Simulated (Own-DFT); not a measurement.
# Same atoms, different arrangement: C16Si16, 32 atoms

Calculated, not measured: single-point runs of Own-DFT, a retired in-house plane-wave DFT program that no person has reviewed, on unrelaxed cells, without spin or spin-orbit coupling.

Method: PBE; PseudoDojo norm-conserving scalar-relativistic files; cutoff 42 hartree; 5 x 5 x 3 k mesh centred on Gamma; Fermi-Dirac smearing of 0.1 eV.

Keep in mind: forces on such cells passed a denser k mesh, each cell not checked; stress not checked against mesh or cutoff.

All cells hold the same atoms in the same cell, with vectors in Å (6.165, 0.000, 0.000); (-3.083, 5.339, 0.000); (0.000, 0.000, 10.068). u is the rms random offset of the atoms per axis. Free energies are per cell, over the lowest run. The arrangements:

- A: 2H SiC
- B: 4H SiC

```
arrangement   u (Å)  E (eV)  P (GPa)
          A  0.0293   0.307     3.80
          A  0.0317   0.305     3.83
          A  0.0320   0.662     4.25
          A  0.0583   3.302     6.14
          A  0.0657   4.806     7.57
          A  0.0666   4.981     7.31
          B  0.0271   0.000     3.64
          B  0.0277   0.155     3.77
          B  0.0297   0.352     3.89
          B  0.0549   3.022     6.34
          B  0.0591   3.345     6.11
          B  0.0615   4.031     6.99
```

Question: how far apart are the arrangements at u = 0?

## Answer

Fit E = a + b u², with one b for all and one a for each arrangement, and with residuals divided by u², since the noise grows with the moves. Then b = 1270 eV/Å², the scatter at u = 0.04 Å is 0.16 eV, and against A:

- B: -0.05 ± 0.07 eV (not told apart from A)

The cells share one lattice and weren't relaxed, which can shift such small differences either way.
